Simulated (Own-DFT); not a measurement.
# Computed records: SiC (4H silicon carbide, strained, atoms displaced), GaP (zincblende, strained, atoms displaced), SiC (2H silicon carbide, atoms displaced), SiC (4H silicon carbide, atoms displaced)

Computed with Own-DFT development build. A calculation, not a measurement: plane-wave PBE density functional theory by an unreviewed code, no spin, of a simulated periodic cell, stress positive in tension, free energy of the whole cell less one offset for each atom, forces on such cells passed a denser k mesh, this cell's mesh not checked; offsets are fitted by least squares, one for each functional and potential file, so energies compare only between cells with the same atoms and settings and are not formation energies; the far tail of each file's local potential was reset to the Coulomb form; each entry is a single point on an unrelaxed cell, so the pressure reflects the starting lattice, mostly measured values (interpolated for alloys), from which strain is counted, and rises with the displacements; printed positions are rounded, which can move forces by about a meV/angstrom; the program, named Own-DFT, is a retired in-house code; no spin-orbit coupling.

Settings shared by all entries: functional PBE; potential files PseudoDojo norm-conserving, scalar-relativistic, standard set; wave cutoff 42 hartree; occupations Fermi-Dirac; smearing width 0.1 eV; hardware one NVIDIA H100.

(1) SiC (4H silicon carbide, strained, atoms displaced)

```
cell vectors (Å)
   9.2722     0.0762     0.0172
  -4.5702     8.1275    -0.0620
   0.0187    -0.0671    10.0404
atoms (fractions of the cell vectors)
Si  0.00327  0.00885  0.40801
Si  0.10380  0.21104  0.15957
C   0.99202  0.98976  0.10485
C   0.11157  0.22100  0.34099
Si  0.00736  0.33797  0.40805
Si  0.11365  0.56022  0.16065
C   0.00396  0.32537  0.09729
C   0.11309  0.54750  0.34036
Si  0.98860  0.66044  0.39725
Si  0.11277  0.88853  0.15687
C   0.00334  0.66390  0.09793
C   0.10099  0.88733  0.34479
Si  0.33916  0.00590  0.40987
Si  0.44884  0.22127  0.15593
C   0.33996  0.00115  0.09483
C   0.44606  0.22655  0.33148
Si  0.32520  0.32071  0.40878
Si  0.44637  0.56155  0.15669
C   0.34488  0.33468  0.10031
C   0.44009  0.55913  0.33927
Si  0.33863  0.66413  0.41341
Si  0.45685  0.88771  0.15209
C   0.32962  0.66676  0.10123
C   0.44434  0.88753  0.34232
Si  0.67514  0.00328  0.40729
Si  0.77599  0.21282  0.15999
C   0.66815  0.00384  0.09470
C   0.78929  0.22069  0.34861
Si  0.67405  0.33703  0.39950
Si  0.78086  0.55464  0.15215
C   0.66417  0.33348  0.09084
C   0.77159  0.55445  0.34306
Si  0.66986  0.66565  0.40839
Si  0.78423  0.89428  0.15564
C   0.65881  0.66427  0.09973
C   0.77024  0.89126  0.34284
Si  0.00257  0.99538  0.91231
Si  0.89141  0.78216  0.66009
C   0.00868  0.00331  0.59799
C   0.89046  0.77551  0.83811
Si  0.99646  0.66285  0.91597
Si  0.88944  0.44339  0.65201
C   0.00281  0.67183  0.58731
C   0.87854  0.44189  0.83481
Si  0.98411  0.32043  0.90399
Si  0.88768  0.10897  0.65747
C   0.99812  0.33424  0.58442
C   0.88752  0.10834  0.83829
Si  0.67055  0.99774  0.90516
Si  0.55007  0.77469  0.65257
C   0.66329  0.00005  0.59250
C   0.54994  0.77445  0.84460
Si  0.66233  0.66421  0.90842
Si  0.55581  0.44238  0.65288
C   0.67113  0.66279  0.60197
C   0.54563  0.44140  0.85063
Si  0.66864  0.33542  0.90768
Si  0.55751  0.11063  0.65335
C   0.66739  0.34039  0.59121
C   0.56450  0.11289  0.83945
Si  0.33867  0.99576  0.90729
Si  0.21916  0.77206  0.65942
C   0.33108  0.99245  0.59563
C   0.22825  0.77600  0.84515
Si  0.33593  0.66667  0.90490
Si  0.22523  0.44459  0.64979
C   0.32801  0.66134  0.60312
C   0.23059  0.44316  0.84574
Si  0.34095  0.34301  0.90711
Si  0.22604  0.11458  0.65690
C   0.33492  0.34044  0.59406
C   0.22085  0.11680  0.82891
```

```
k mesh                            : 4 x 4 x 3 centred on Gamma
free energy of cell above offsets : -6.685 eV
pressure                          : 0.9 GPa
stress xx                         : -1.73 GPa
stress yy                         : 6.23 GPa
stress zz                         : -7.19 GPa
stress yz                         : -2.15 GPa
stress xz                         : 1.48 GPa
stress xy                         : 3.34 GPa
wall time                         : 354.4 s
```

Force:
```csv
element,x (eV/Å),y (eV/Å),z (eV/Å)
Si,-0.59,-1.578,0.073
Si,1.859,1.69,-0.96
C,1.767,1.368,-2.6
C,-0.079,-0.198,1.571
Si,-0.114,-0.579,-1.965
Si,1.324,-1.953,-0.785
C,-1.977,0.688,-1.023
C,-0.99,1.442,1.674
Si,1.899,1.206,1.325
Si,0.886,0.056,0.843
C,-1.105,0.449,-0.046
C,1.533,0.074,-0.154
Si,-0.337,-1.218,-1.462
Si,-0.47,0.033,-1.822
C,-0.43,-0.494,-0.337
C,0.922,-0.805,4.075
Si,0.611,2.412,-1.601
Si,-0.643,-1.712,0.326
C,-2.203,-0.348,-1.279
C,1.98,-1.233,2.178
Si,-1.66,1.023,-1.173
Si,-2.453,-0.416,1.493
C,0.847,0.38,-2.048
C,0.507,0.474,0.823
Si,-2.392,-0.283,0.013
Si,0.167,2.265,-0.318
C,1.423,-0.832,-1.029
C,-1.55,0.352,-0.657
Si,-0.837,-0.939,0.704
Si,-1.417,-0.265,0.69
C,1.802,-0.116,1.055
C,1.132,-0.475,-0.972
Si,-2.018,0.591,-0.083
Si,-2.244,-2.153,1.049
C,1.989,1.477,-1.308
C,2.77,-0.803,0.469
Si,-0.144,0.783,-1.762
Si,0.84,-0.314,-1.933
C,-1.507,-0.145,-0.925
C,-0.368,0.017,3.525
Si,0.871,0.157,-2.913
Si,-0.714,1.206,-0.853
C,-0.128,-1.068,0.736
C,1.498,0.472,2.227
Si,1.803,1.968,0.462
Si,0.207,0.258,-1.523
C,0.899,-0.437,2.858
C,0.313,-0.814,1.896
Si,-0.772,0.084,-0.544
Si,0.888,0.343,1.001
C,1.333,-0.636,0.175
C,1.121,0.887,-0.009
Si,0.188,0.071,-0.364
Si,-0.644,0.671,1.531
C,-1.163,0.877,-1.432
C,2.894,1.186,-1.742
Si,-1.018,-0.862,-1.131
Si,-0.888,0.601,0.108
C,0.934,-1.679,-0.684
C,-0.845,-0.147,1.107
Si,-0.706,1.231,-1.132
Si,-0.828,0.659,-0.605
C,0.197,1.28,-0.009
C,-1.699,-0.184,0.608
Si,-0.419,-1.128,0.969
Si,-1.398,-0.331,2.262
C,0.703,0.482,-1.809
C,-2.823,0.397,-0.829
Si,-1.078,-2.836,1.238
Si,0.228,-0.216,-2.092
C,1.366,-1.758,-0.914
C,0.954,-0.654,5.764
```

(2) GaP (zincblende, strained, atoms displaced)

```
cell vectors (Å)
  10.8620     0.0000     0.0000
   0.0000    10.8620     0.0000
   0.0000     0.0000    10.9439
atoms (fractions of the cell vectors)
Ga  0.99897  0.99820  0.00186
Ga  0.00236  0.24861  0.25650
Ga  0.25145  0.00191  0.24888
Ga  0.25042  0.24994  0.00143
P   0.13037  0.12509  0.12399
P   0.12658  0.37013  0.37698
P   0.37338  0.12641  0.37431
P   0.37705  0.37320  0.12924
Ga  0.99256  0.99635  0.50148
Ga  0.99816  0.24860  0.74563
Ga  0.25150  0.99856  0.74869
Ga  0.24470  0.25191  0.50160
P   0.12118  0.12449  0.62559
P   0.12726  0.37489  0.87450
P   0.37460  0.12012  0.87159
P   0.37744  0.37898  0.62214
Ga  0.00225  0.49558  0.99759
Ga  0.99917  0.75154  0.25003
Ga  0.25228  0.50037  0.25141
Ga  0.24670  0.75133  0.00338
P   0.12450  0.62456  0.12367
P   0.12347  0.87844  0.37797
P   0.37921  0.62656  0.37139
P   0.37401  0.87704  0.12332
Ga  0.99934  0.49809  0.49727
Ga  0.99832  0.75057  0.75033
Ga  0.24730  0.49655  0.74859
Ga  0.24852  0.74856  0.50034
P   0.12521  0.62372  0.62946
P   0.12383  0.87929  0.87179
P   0.37867  0.62711  0.87487
P   0.37109  0.87775  0.62627
Ga  0.50365  0.99853  0.99624
Ga  0.50645  0.24866  0.25241
Ga  0.74669  0.00264  0.25008
Ga  0.74951  0.24304  0.00257
P   0.62582  0.12447  0.12325
P   0.62240  0.37672  0.36929
P   0.87310  0.12220  0.37605
P   0.87635  0.37314  0.12365
Ga  0.50210  0.00171  0.49918
Ga  0.49785  0.24977  0.74896
Ga  0.74737  0.00211  0.75113
Ga  0.75021  0.25051  0.50009
P   0.62597  0.12527  0.63132
P   0.62586  0.37371  0.87813
P   0.87448  0.12745  0.87367
P   0.88092  0.37884  0.62576
Ga  0.49913  0.50312  0.99770
Ga  0.50261  0.74589  0.24841
Ga  0.75066  0.50284  0.24377
Ga  0.75268  0.75119  0.99610
P   0.62238  0.62461  0.12824
P   0.62170  0.87547  0.37159
P   0.87484  0.62083  0.37418
P   0.86815  0.87702  0.12228
Ga  0.50412  0.50090  0.50124
Ga  0.50249  0.74695  0.75309
Ga  0.74538  0.50009  0.74934
Ga  0.74700  0.74514  0.50170
P   0.62148  0.62500  0.62686
P   0.62268  0.87518  0.87378
P   0.87685  0.62752  0.87523
P   0.87231  0.87404  0.62292
```

```
k mesh                            : 3 x 3 x 3 centred on Gamma
free energy of cell above offsets : -35.163 eV
pressure                          : 3.11 GPa
stress xx                         : -3.27 GPa
stress yy                         : -3.31 GPa
stress zz                         : -2.74 GPa
stress yz                         : 0.03 GPa
stress xz                         : 0.32 GPa
stress xy                         : -0.03 GPa
wall time                         : 519 s
```

Force:
```csv
element,x (eV/Å),y (eV/Å),z (eV/Å)
Ga,0.088,0.399,-0.171
Ga,-0.202,-0.243,-0.746
Ga,-0.006,-0.259,0.235
Ga,0.492,0.055,-0.258
P,-0.93,-0.033,0.219
P,-0.136,1.009,-0.286
P,0.257,0.13,0.312
P,0.092,0.116,-0.507
Ga,0.554,0.36,-0.074
Ga,0.248,0.246,0.573
Ga,-0.497,0.328,-0.035
Ga,0.753,-0.456,0.294
P,0.233,-0.333,-0.21
P,-0.205,-0.553,-0.136
P,0.071,0.677,0.436
P,-0.364,-0.502,0.159
Ga,-0.201,0.371,0.132
Ga,-0.093,0.117,-0.057
Ga,-0.172,-0.123,-0.09
Ga,0.254,0.134,-0.617
P,-0.15,-0.199,0.342
P,0.081,-0.271,-0.388
P,-0.467,-0.188,0.766
P,0.397,-0.262,0.189
Ga,0.52,0.255,0.161
Ga,0.171,0.232,-0.121
Ga,0.696,0.394,0.26
Ga,0.16,0.045,-0.015
P,-0.27,0.073,-0.687
P,-0.032,-0.519,0.384
P,-1.004,-0.215,0.074
P,0.845,-0.666,-0.375
Ga,-0.579,0.156,0.351
Ga,-0.828,-0.234,-0.34
Ga,0.127,-0.286,-0.008
Ga,0.295,0.77,-0.312
P,-0.413,-0.221,0.206
P,0.931,0.165,0.779
P,-0.024,0.264,-0.073
P,0.054,-0.202,0.199
Ga,-0.367,0.013,0.233
Ga,-0.03,0.246,0.287
Ga,0.457,-0.381,0.118
Ga,-0.089,0.291,0.134
P,-0.17,0.253,-0.962
P,-0.149,-0.105,-0.138
P,0.178,-0.417,0.14
P,-1.029,-0.218,-0.126
Ga,0.003,-0.483,0.441
Ga,-0.519,0.879,-0.134
Ga,0.123,-0.482,0.296
Ga,-0.631,-0.239,0.302
P,0.59,0.172,-1.108
P,0.38,-0.244,0.442
P,-0.11,0.457,-0.036
P,0.587,-0.088,0.522
Ga,-0.386,0.009,-0.582
Ga,-0.622,0.681,-0.429
Ga,0.574,-0.091,0.284
Ga,0.102,0.369,-0.486
P,0.364,-0.035,-0.105
P,0.615,-0.232,-0.07
P,-0.231,-0.63,-0.124
P,-0.386,-0.256,0.533
```

(3) SiC (2H silicon carbide, atoms displaced)

```
cell vectors (Å)
   9.2481     0.0000     0.0000
  -4.6241     8.0091     0.0000
   0.0000     0.0000    10.0681
atoms (fractions of the cell vectors)
Si  0.00951  0.00498  0.99669
Si  0.11642  0.22592  0.24681
C   0.00602  0.99753  0.18273
C   0.09477  0.21600  0.43136
Si  0.98752  0.98810  0.50767
Si  0.12515  0.22878  0.75606
C   0.00263  0.00323  0.68734
C   0.10451  0.22221  0.92776
Si  0.98436  0.32830  0.99498
Si  0.11065  0.56532  0.24579
C   0.01123  0.32981  0.19007
C   0.10105  0.54729  0.43279
Si  0.99399  0.31914  0.50536
Si  0.11011  0.56129  0.74429
C   0.01126  0.33695  0.68651
C   0.11053  0.55439  0.93331
Si  0.01062  0.67346  0.99421
Si  0.09289  0.88849  0.25955
C   0.99943  0.66358  0.19470
C   0.10548  0.88317  0.43664
Si  0.00234  0.65634  0.49899
Si  0.10481  0.88566  0.76028
C   0.00731  0.67268  0.68731
C   0.11658  0.88541  0.93945
Si  0.32434  0.01039  0.99640
Si  0.42845  0.21840  0.24432
C   0.32728  0.00111  0.18481
C   0.44667  0.21498  0.43294
Si  0.33072  0.00524  0.51010
Si  0.44997  0.22282  0.74366
C   0.32393  0.99116  0.69350
C   0.44755  0.21955  0.92781
Si  0.32189  0.33251  0.00639
Si  0.43858  0.54924  0.25450
C   0.32967  0.33438  0.19019
C   0.45346  0.56199  0.43714
Si  0.32340  0.33251  0.50708
Si  0.43496  0.55728  0.74831
C   0.33090  0.33945  0.68603
C   0.44972  0.56523  0.93494
Si  0.33727  0.66880  0.00160
Si  0.44063  0.89010  0.25708
C   0.33059  0.66172  0.18839
C   0.45441  0.89080  0.44317
Si  0.32747  0.64819  0.49618
Si  0.44129  0.88981  0.74779
C   0.32524  0.66271  0.68008
C   0.44293  0.89031  0.94416
Si  0.66361  0.00576  0.00449
Si  0.77538  0.21818  0.25244
C   0.67158  0.00504  0.18142
C   0.77951  0.21301  0.44175
Si  0.66450  0.99699  0.50231
Si  0.78291  0.22347  0.74776
C   0.66433  0.99720  0.68968
C   0.78994  0.22743  0.92865
Si  0.68070  0.35232  0.00078
Si  0.77669  0.55523  0.25087
C   0.66615  0.32841  0.19421
C   0.77767  0.56110  0.43637
Si  0.67283  0.34401  0.48883
Si  0.76797  0.55200  0.74841
C   0.66915  0.33407  0.68826
C   0.77312  0.56225  0.94370
Si  0.66916  0.66608  0.00979
Si  0.77928  0.87979  0.25026
C   0.67794  0.67387  0.18634
C   0.77102  0.87831  0.42934
Si  0.67414  0.67441  0.50500
Si  0.78507  0.88865  0.75686
C   0.66298  0.66742  0.67361
C   0.78165  0.89215  0.93637
```

```
k mesh                            : 4 x 4 x 3 centred on Gamma
free energy of cell above offsets : -4.633 eV
pressure                          : 5.67 GPa
stress xx                         : -3.57 GPa
stress yy                         : -3.58 GPa
stress zz                         : -9.87 GPa
stress yz                         : 0.06 GPa
stress xz                         : -0.86 GPa
stress xy                         : 0.5 GPa
wall time                         : 352.1 s
```

Force:
```csv
element,x (eV/Å),y (eV/Å),z (eV/Å)
Si,-1.496,-1.052,0.152
Si,-1.032,-2.096,1.036
C,-2.291,1.39,0.065
C,2.907,-0.676,1.353
Si,0.832,0.924,-2.371
Si,-2.174,-0.956,-2.924
C,0.185,-0.134,1.626
C,1,0.206,3.821
Si,4.283,2.167,1.936
Si,1.896,-2.827,0.823
C,-3.622,1.33,-1.767
C,1.883,-0.591,0.533
Si,-0.639,1.869,-1.264
Si,0.847,-1.235,0.841
C,-0.991,-0.517,0.68
C,0.187,0.15,0.38
Si,-0.999,-1.945,2.032
Si,4.083,-0.73,-1.755
C,-1.703,1.371,-2.133
C,0.105,0.468,2.286
Si,-1.571,1.828,0.143
Si,0.494,0.432,-2.511
C,-2.13,-1.006,0.121
C,-2.312,1.037,-0.423
Si,3.979,-0.976,1.275
Si,2.962,-0.586,1.192
C,-0.608,-0.68,0.616
C,-1.774,1.542,1.034
Si,0.88,-1.726,-2.078
Si,-1.071,-0.176,0.317
C,-0.173,1.715,-0.302
C,-0.972,2.099,1.886
Si,1.451,0.859,-2.639
Si,0.533,1.892,-0.616
C,0.558,0.443,-0.698
C,-0.068,-2.173,0.326
Si,1.069,-0.398,-2.86
Si,1.334,0.824,-0.16
C,2.01,-0.546,0.899
C,0.136,-1.425,0.999
Si,-0.876,0.205,-0.28
Si,0.554,0.405,-1.376
C,0.26,1.058,0.446
C,-2.859,-1.486,-0.327
Si,-1.446,2.742,-0.306
Si,0.896,-0.845,0.987
C,0.59,0.822,1.037
C,-0.646,0.428,-1.233
Si,0.878,-0.412,-2.2
Si,1.644,0.264,0.109
C,-0.155,-1.339,2.566
C,-1.572,1.207,-0.531
Si,0.917,-0.235,0.108
Si,0.191,-0.173,-1.02
C,0.732,0.242,0.121
C,-4.318,-1.376,0.969
Si,-0.417,-3.709,0.222
Si,0.631,-0.452,-0.114
C,-1.15,0.965,-1.173
C,0.77,0.014,0.217
Si,0.16,-2.363,1.424
Si,0.767,1.056,-0.002
C,0.217,0.036,-1.222
C,2.144,0.753,-1.858
Si,-1.496,1.655,-2.474
Si,-1.066,3.098,-1.301
C,-1.466,-2.703,1.204
C,0.152,1.816,2.109
Si,-0.522,-1.446,-3.69
Si,-1.743,-0.028,-1.614
C,0.157,0.055,5.615
C,0.086,-0.349,1.719
```

(4) SiC (4H silicon carbide, atoms displaced)

```
cell vectors (Å)
   6.1654     0.0000     0.0000
  -3.0827     5.3394     0.0000
   0.0000     0.0000    10.0681
atoms (fractions of the cell vectors)
Si  0.00804  0.00223  0.39714
Si  0.17233  0.34082  0.15356
C   0.01857  0.99270  0.11509
C   0.14540  0.31837  0.34368
Si  0.98587  0.48781  0.40992
Si  0.16375  0.82560  0.15459
C   0.00690  0.50528  0.07171
C   0.12882  0.81708  0.33922
Si  0.50008  0.00976  0.41946
Si  0.64948  0.32530  0.15636
C   0.48992  0.00245  0.09863
C   0.68573  0.32588  0.33448
Si  0.52626  0.50601  0.41699
Si  0.67539  0.80084  0.16019
C   0.48573  0.47754  0.09698
C   0.65951  0.82889  0.33747
Si  0.99134  0.00279  0.91854
Si  0.82933  0.68673  0.66156
C   0.99092  0.00243  0.58282
C   0.83287  0.65195  0.85323
Si  0.99037  0.51174  0.91553
Si  0.83794  0.18689  0.65740
C   0.98998  0.50279  0.59474
C   0.84597  0.15964  0.84994
Si  0.52498  0.99972  0.91464
Si  0.35471  0.65683  0.64935
C   0.49842  0.01689  0.58145
C   0.31572  0.69379  0.83564
Si  0.49167  0.49095  0.90513
Si  0.33483  0.15648  0.64978
C   0.49220  0.50772  0.60109
C   0.32018  0.17644  0.83991
```

```
k mesh                            : 5 x 5 x 3 centred on Gamma
free energy of cell above offsets : 3.341 eV
pressure                          : 10.07 GPa
stress xx                         : -9.47 GPa
stress yy                         : -6.66 GPa
stress zz                         : -14.07 GPa
stress yz                         : -0.17 GPa
stress xz                         : 0.25 GPa
stress xy                         : 3.79 GPa
wall time                         : 122.4 s
```

Force:
```csv
element,x (eV/Å),y (eV/Å),z (eV/Å)
Si,-2.996,-0.888,0.798
Si,-2.021,-1.455,1.588
C,-4.2,1.526,-4.092
C,1.874,3.04,-0.073
Si,1.877,1.455,-0.347
Si,2.294,-1.343,1.01
C,0.064,-1.065,11.05
C,4.29,-0.555,0.781
Si,0.393,-1.979,-8.814
Si,2.645,-0.424,-0.819
C,2.674,-1.401,-0.705
C,-3.279,-0.298,2.24
Si,-2.008,-0.251,-2.784
Si,-2.313,2.599,-0.256
C,0.589,1.91,-1.625
C,-0.103,-0.314,2.999
Si,3.414,-1.33,-0.145
Si,1.868,-1.016,0.208
C,0.38,0.762,1.58
C,-4.246,2.739,-1.724
Si,3.264,-1.575,-8.657
Si,0.766,-1.806,0.11
C,0.518,1.371,0.2
C,-2.501,1.839,-1.141
Si,-3.373,0.317,-0.968
Si,-9.069,4.38,2.927
C,2.427,-1.469,6.296
C,2.936,-1.704,0.711
Si,-0.977,1.124,-0.292
Si,-3.306,1.016,2.199
C,6.525,-3.607,-2.524
C,1.595,-1.596,0.265
```
